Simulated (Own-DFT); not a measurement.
# What a defect does to the pressure of its cell: D0_22 TiAl3

The numbers are computed, not measured, by runs of the plane-wave DFT program Own-DFT (in-house, retired, unreviewed) at fixed positions, with no spin and no spin-orbit coupling.

Settings: PBE; PseudoDojo norm-conserving scalar-relativistic files; cutoff 42 hartree; 4 x 4 x 4 k mesh centred on Gamma; cold (Marzari-Vanderbilt) smearing of 0.2 eV.

Keep in mind: forces on such cells failed a check on a denser k mesh; stress not checked against mesh or cutoff.

All runs share one cell, with vectors in Å (-2.365, -6.981, 4.326); (-7.667, 3.491, 1.442); (-2.950, -3.488, -7.241) and a volume of 625.4 Å³. The atoms are randomly displaced, by u rms on each axis. The defect's site can differ from row to row.

| cell | formula | u (Å) | P (GPa) |
|---|---|---|---|
| no defect | Al30Ti10 | 0.0192 | 1.98 |
| no defect | Al30Ti10 | 0.0439 | 2.45 |
| no defect | Al30Ti10 | 0.0519 | 2.77 |
| two Al vacancies | Al28Ti10 | 0.0300 | 1.16 |
| two Al vacancies | Al28Ti10 | 0.0324 | 1.32 |
| two Al vacancies | Al28Ti10 | 0.0493 | 1.55 |
| two Al on a Ti site each | Al32Ti8 | 0.0274 | 2.86 |
| two Al on a Ti site each | Al32Ti8 | 0.0286 | 2.88 |
| two Al on a Ti site each | Al32Ti8 | 0.0493 | 3.39 |
| one Ti vacancy | Al30Ti9 | 0.0316 | 1.84 |
| one Ti vacancy | Al30Ti9 | 0.0480 | 2.23 |
| one Ti vacancy | Al30Ti9 | 0.0518 | 2.44 |
| two Ti on an Al site each | Al28Ti12 | 0.0288 | ? |
| two Ti on an Al site each | Al28Ti12 | 0.0301 | 3.35 |
| two Ti on an Al site each | Al28Ti12 | 0.0459 | 3.68 |
| two Ti on an Al site each | Al28Ti12 | 0.0509 | 3.70 |

## Analysis

P = P0 + c u² + a shift for each defect gives P0 = 1.91 GPa, c = 295 ± 23 GPa/Å² and a scatter of 0.07 GPa. The shifts, and each times the cell's volume:

- two Ti on an Al site each: 1.12 ± 0.06 GPa, 4.4 eV (2.2 eV for each of its 2 sites)
- two Al on a Ti site each: 0.74 ± 0.06 GPa, 2.9 eV (1.4 eV for each of its 2 sites)
- one Ti vacancy: -0.33 ± 0.06 GPa, -1.3 eV
- two Al vacancies: -1.00 ± 0.06 GPa, -3.9 eV (-1.9 eV for each of its 2 sites)

Against the defect-free cell, a freed cell would be larger where the shift is positive and smaller where it is negative (160.2 GPa Å³ is 1 eV). The atoms around the defects weren't relaxed, which would change these numbers.

## Test on the hidden row

Q: what pressure belongs in the blank (two Ti on an Al site each, u = 0.0288 Å)?

The fit gives 3.27 ± 0.08 GPa. DFT gave 3.35 GPa.
